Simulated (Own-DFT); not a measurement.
Simulation results for GaP (zincblende, atoms displaced)

All values are calculated (Own-DFT development build). A calculation, not a measurement: plane-wave PBE density functional theory by an unreviewed code, no spin, of a simulated periodic cell, stress positive in tension, free energy of the whole cell less one offset for each atom, forces on such cells passed a denser k mesh, this cell's mesh not checked; offsets are fitted by least squares, one for each functional and potential file, so energies compare only between cells with the same atoms and settings and are not formation energies; the far tail of each file's local potential was reset to the Coulomb form; each entry is a single point on an unrelaxed cell, so the pressure reflects the starting lattice, mostly measured values (interpolated for alloys), from which strain is counted, and rises with the displacements; printed positions are rounded, which can move forces by about a meV/angstrom; the program, named Own-DFT, is a retired in-house code; no spin-orbit coupling.

Settings shared by all entries: functional PBE; potential files PseudoDojo norm-conserving, scalar-relativistic, standard set; wave cutoff 42 hartree; occupations Fermi-Dirac; smearing width 0.1 eV; hardware one NVIDIA H100; k mesh 3 x 3 x 3 centred on Gamma.

```json
{"entry": 1, "formula": "GaP", "kind": "zincblende, atoms displaced", "structure": {"cell_angstrom": [[10.901, 0.0, 0.0], [0.0, 10.901, 0.0], [0.0, 0.0, 10.901]], "atoms_fractional": [["Ga", 0.00208, 0.00182, 0.00078], ["Ga", 0.99807, 0.24822, 0.25051], ["Ga", 0.25089, 5e-05, 0.25072], ["Ga", 0.2483, 0.25069, 0.00118], ["P", 0.1257, 0.12423, 0.12486], ["P", 0.12287, 0.37542, 0.37559], ["P", 0.37285, 0.12437, 0.37364], ["P", 0.37514, 0.3763, 0.12532], ["Ga", 0.00215, 0.99896, 0.50309], ["Ga", 0.00116, 0.24741, 0.74967], ["Ga", 0.24918, 0.99982, 0.74822], ["Ga", 0.25057, 0.25324, 0.5023], ["P", 0.1252, 0.12416, 0.6261], ["P", 0.12459, 0.37808, 0.87519], ["P", 0.37708, 0.12355, 0.87335], ["P", 0.37484, 0.3746, 0.62636], ["Ga", 3e-05, 0.49928, 0.0001], ["Ga", 0.00115, 0.75118, 0.25164], ["Ga", 0.25, 0.50093, 0.24882], ["Ga", 0.25118, 0.75142, 0.00074], ["P", 0.1258, 0.62569, 0.12686], ["P", 0.1278, 0.87424, 0.37709], ["P", 0.3722, 0.62425, 0.37342], ["P", 0.37532, 0.87327, 0.12505], ["Ga", 0.99928, 0.50417, 0.49932], ["Ga", 0.99839, 0.74859, 0.75047], ["Ga", 0.25321, 0.50114, 0.74915], ["Ga", 0.24905, 0.74939, 0.50041], ["P", 0.12743, 0.62178, 0.62305], ["P", 0.12548, 0.87619, 0.87579], ["P", 0.37217, 0.62535, 0.87354], ["P", 0.37593, 0.87336, 0.62748], ["Ga", 0.50449, 0.00139, 0.99915], ["Ga", 0.49833, 0.25147, 0.25072], ["Ga", 0.75078, 0.00389, 0.24884], ["Ga", 0.74808, 0.2511, 0.00039], ["P", 0.62323, 0.12399, 0.12554], ["P", 0.62358, 0.37452, 0.37531], ["P", 0.8724, 0.12243, 0.37573], ["P", 0.875, 0.37471, 0.12476], ["Ga", 0.49931, 0.99998, 0.50056], ["Ga", 0.49892, 0.24679, 0.74967], ["Ga", 0.74983, 0.00103, 0.7506], ["Ga", 0.748, 0.24596, 0.50083], ["P", 0.62375, 0.12885, 0.62562], ["P", 0.626, 0.37607, 0.87467], ["P", 0.8765, 0.12381, 0.87461], ["P", 0.87285, 0.3738, 0.62741], ["Ga", 0.50036, 0.49943, 0.99895], ["Ga", 0.4991, 0.74856, 0.25038], ["Ga", 0.74901, 0.50557, 0.2488], ["Ga", 0.74834, 0.74839, 0.99523], ["P", 0.62398, 0.62339, 0.12402], ["P", 0.62436, 0.87399, 0.3763], ["P", 0.87425, 0.62708, 0.37374], ["P", 0.8801, 0.87647, 0.12903], ["Ga", 0.50101, 0.49647, 0.50106], ["Ga", 0.49706, 0.74887, 0.74746], ["Ga", 0.74777, 0.49808, 0.75136], ["Ga", 0.75012, 0.74583, 0.50006], ["P", 0.62488, 0.62657, 0.62492], ["P", 0.62335, 0.87198, 0.87191], ["P", 0.87433, 0.62378, 0.87732], ["P", 0.87528, 0.87213, 0.62457]]}, "results": {"free_energy_of_cell_above_offsets [eV]": "-35.762", "pressure [GPa]": 2.72, "stress_xx [GPa]": -2.72, "stress_yy [GPa]": -2.69, "stress_zz [GPa]": -2.73, "stress_yz [GPa]": -0.02, "stress_xz [GPa]": -0.12, "stress_xy [GPa]": 0.05, "force_element": ["Ga", "Ga", "Ga", "Ga", "P", "P", "P", "P", "Ga", "Ga", "Ga", "Ga", "P", "P", "P", "P", "Ga", "Ga", "Ga", "Ga", "P", "P", "P", "P", "Ga", "Ga", "Ga", "Ga", "P", "P", "P", "P", "Ga", "Ga", "Ga", "Ga", "P", "P", "P", "P", "Ga", "Ga", "Ga", "Ga", "P", "P", "P", "P", "Ga", "Ga", "Ga", "Ga", "P", "P", "P", "P", "Ga", "Ga", "Ga", "Ga", "P", "P", "P", "P"], "force_x [eV/angstrom]": [-0.144, 0.072, -0.094, 0.26, -0.001, 0.091, 0.183, -0.062, -0.229, -0.083, 0.165, -0.221, 0.157, 0.154, -0.404, 0.221, 0.043, 0.194, -0.173, -0.246, -0.183, -0.248, 0.406, 0.252, -0.24, 0.337, -0.38, 0.315, -0.295, -0.08, 0.428, -0.323, -0.45, -0.009, -0.188, 0.221, 0.18, 0.433, 0.451, -0.149, 0.002, 0.065, 0.003, 0.244, 0.015, -0.468, -0.25, 0.243, -0.191, 0.065, 0.084, 0.254, -0.065, 0.18, 0.128, -0.708, -0.224, 0.179, 0.245, -0.074, -0.107, 0.103, 0.083, -0.168], "force_y [eV/angstrom]": [-0.237, 0.056, -0.224, 0.02, 0.153, -0.004, 0.25, -0.123, -0.109, 0.388, -0.131, -0.285, 0.223, -0.356, 0.062, -0.027, 0.164, -0.03, -0.235, -0.087, 0.013, 0.218, -0.1, 0.406, -0.565, -0.085, -0.24, -0.025, 0.426, -0.188, 0.033, 0.261, -0.455, -0.132, -0.679, -0.194, 0.422, 0.026, 0.182, 0.09, -0.002, 0.53, -0.198, 0.571, -0.763, -0.365, 0.158, 0.069, 0.039, 0.048, -0.687, 0.357, 0.436, 0.107, -0.131, -0.1, 0.447, -0.156, 0.33, 0.506, -0.478, 0.301, -0.126, 0.228], "force_z [eV/angstrom]": [-0.034, 0.064, -0.193, -0.237, 0.225, -0.095, 0.388, -0.148, -0.297, 0.153, 0.273, -0.312, -0.207, -0.224, 0.348, 0.072, 0.245, 0.058, 0.155, -0.047, -0.3, -0.101, 0.411, -0.065, 0.084, 0.044, 0.06, 0.061, 0.375, -0.141, 0.283, -0.494, -0.037, -0.038, 0.096, -0.039, 0.016, -0.144, 0.261, 0.182, -0.007, 0.216, -0.192, -0.161, -0.01, 0.011, 0.246, -0.403, -0.084, 0.051, 0.107, 0.706, -0.143, -0.191, 0.033, -0.643, -0.136, 0.271, -0.165, -0.066, 0.087, 0.086, -0.369, 0.057], "wall_time [s]": 531.1}}
{"entry": 2, "formula": "GaP", "kind": "zincblende, atoms displaced", "structure": {"cell_angstrom": [[10.901, 0.0, 0.0], [0.0, 10.901, 0.0], [0.0, 0.0, 10.901]], "atoms_fractional": [["Ga", 0.99894, 0.99993, 0.00039], ["Ga", 4e-05, 0.25376, 0.24922], ["Ga", 0.25074, 0.99711, 0.24912], ["Ga", 0.24888, 0.25012, 3e-05], ["P", 0.12688, 0.12523, 0.12564], ["P", 0.12394, 0.37439, 0.3761], ["P", 0.37431, 0.12622, 0.36941], ["P", 0.37399, 0.37617, 0.12505], ["Ga", 0.00222, 0.99755, 0.50115], ["Ga", 0.99987, 0.25041, 0.74954], ["Ga", 0.24956, 0.99968, 0.75008], ["Ga", 0.25128, 0.25064, 0.49979], ["P", 0.12547, 0.12635, 0.62615], ["P", 0.12485, 0.37569, 0.87669], ["P", 0.37503, 0.1239, 0.87349], ["P", 0.37519, 0.37376, 0.62414], ["Ga", 0.99772, 0.49893, 0.00143], ["Ga", 0.99859, 0.74889, 0.25339], ["Ga", 0.25152, 0.50073, 0.24965], ["Ga", 0.24902, 0.74921, 0.00223], ["P", 0.12693, 0.62392, 0.12774], ["P", 0.1245, 0.87038, 0.37467], ["P", 0.37459, 0.62274, 0.37534], ["P", 0.37556, 0.87181, 0.12165], ["Ga", 0.0, 0.50012, 0.50031], ["Ga", 0.99822, 0.75255, 0.74649], ["Ga", 0.24866, 0.50402, 0.74937], ["Ga", 0.247, 0.74981, 0.49947], ["P", 0.12434, 0.62252, 0.6258], ["P", 0.12422, 0.87468, 0.87635], ["P", 0.37282, 0.62532, 0.87416], ["P", 0.37354, 0.87364, 0.62758], ["Ga", 0.49845, 0.00175, 0.00144], ["Ga", 0.50014, 0.251, 0.24896], ["Ga", 0.75205, 0.00017, 0.24837], ["Ga", 0.75209, 0.25377, 0.99956], ["P", 0.62486, 0.12308, 0.12296], ["P", 0.62512, 0.37757, 0.37044], ["P", 0.87161, 0.12588, 0.37685], ["P", 0.87429, 0.37844, 0.12388], ["Ga", 0.49982, 0.99837, 0.50232], ["Ga", 0.49736, 0.2506, 0.75036], ["Ga", 0.75238, 0.00356, 0.7507], ["Ga", 0.75135, 0.24941, 0.50051], ["P", 0.62354, 0.12751, 0.62673], ["P", 0.62314, 0.37182, 0.87369], ["P", 0.87757, 0.12622, 0.87568], ["P", 0.87789, 0.37312, 0.62827], ["Ga", 0.50017, 0.49793, 0.99815], ["Ga", 0.49882, 0.75061, 0.24922], ["Ga", 0.74978, 0.50204, 0.2468], ["Ga", 0.74866, 0.75138, 0.00146], ["P", 0.62325, 0.62408, 0.12591], ["P", 0.6316, 0.87405, 0.37071], ["P", 0.87466, 0.62489, 0.37598], ["P", 0.87478, 0.87303, 0.12536], ["Ga", 0.50086, 0.49943, 0.50006], ["Ga", 0.50239, 0.74854, 0.74952], ["Ga", 0.75047, 0.50216, 0.7524], ["Ga", 0.74894, 0.7489, 0.50174], ["P", 0.62623, 0.62514, 0.62355], ["P", 0.62444, 0.87051, 0.87737], ["P", 0.87603, 0.6257, 0.87287], ["P", 0.8756, 0.87508, 0.62623]]}, "results": {"free_energy_of_cell_above_offsets [eV]": "-35.756", "pressure [GPa]": 2.7, "stress_xx [GPa]": -2.71, "stress_yy [GPa]": -2.7, "stress_zz [GPa]": -2.7, "stress_yz [GPa]": 0.07, "stress_xz [GPa]": -0.33, "stress_xy [GPa]": -0.06, "force_element": ["Ga", "Ga", "Ga", "Ga", "P", "P", "P", "P", "Ga", "Ga", "Ga", "Ga", "P", "P", "P", "P", "Ga", "Ga", "Ga", "Ga", "P", "P", "P", "P", "Ga", "Ga", "Ga", "Ga", "P", "P", "P", "P", "Ga", "Ga", "Ga", "Ga", "P", "P", "P", "P", "Ga", "Ga", "Ga", "Ga", "P", "P", "P", "P", "Ga", "Ga", "Ga", "Ga", "P", "P", "P", "P", "Ga", "Ga", "Ga", "Ga", "P", "P", "P", "P"], "force_x [eV/angstrom]": [0.184, -0.133, -0.053, 0.218, -0.375, 0.235, 0.147, 0.111, -0.131, 0.346, -0.125, -0.099, 0.073, -0.017, -0.156, -0.11, 0.407, 0.051, -0.173, -0.133, -0.494, 0.046, 0.082, -0.067, -0.093, 0.375, 0.159, 0.387, -0.183, 0.002, 0.336, 0.098, 0.131, 0.102, 0.009, -0.229, 0.236, 0.208, 0.709, -0.017, 0.086, 0.028, -0.388, -0.361, 0.108, 0.236, -0.188, -0.519, -0.134, 0.13, 0.021, 0.152, 0.001, -0.809, -0.135, 0.226, 0.007, -0.258, -0.067, 0.266, -0.148, 0.051, -0.044, -0.325], "force_y [eV/angstrom]": [-0.009, -0.429, -0.064, -0.017, -0.116, 0.247, -0.329, -0.192, 0.296, -0.05, -0.017, -0.23, -0.182, 0.031, 0.141, 0.386, 0.416, -0.152, -0.278, -0.115, 0.09, 0.63, 0.411, 0.371, -0.182, -0.297, -0.61, -0.31, 0.492, -0.055, 0.019, -0.078, -0.321, -0.035, 0.176, -0.443, 0.429, -0.298, -0.199, -0.303, 0.064, -0.147, -0.328, 0.42, -0.231, 0.418, 0.067, 0.405, 0.163, -0.127, 0.067, -0.486, 0.121, 0.045, -0.175, 0.15, -0.071, -0.027, -0.372, 0.211, -0.244, 0.837, 0.201, 0.215], "force_z [eV/angstrom]": [0.153, 0.115, -0.06, -0.067, 0.044, -0.106, 0.684, -0.155, -0.172, 0.309, 0.111, -0.18, -0.195, -0.241, 0.246, 0.156, -0.26, -0.406, 0.227, -0.318, -0.174, -0.018, 0.133, 0.362, 0.02, 0.406, 0.147, 0.221, -0.222, -0.135, 0.112, -0.32, -0.37, -0.236, -0.077, -0.01, 0.157, 0.502, -0.318, 0.237, -0.478, -0.068, 0.183, 0.069, -0.142, 0.016, 0.089, -0.372, 0.043, 0.243, 0.286, -0.036, -0.354, 0.528, 0.083, 0.027, -0.108, 0.09, -0.204, -0.225, 0.2, -0.324, 0.451, -0.297], "wall_time [s]": 518.2}}
```
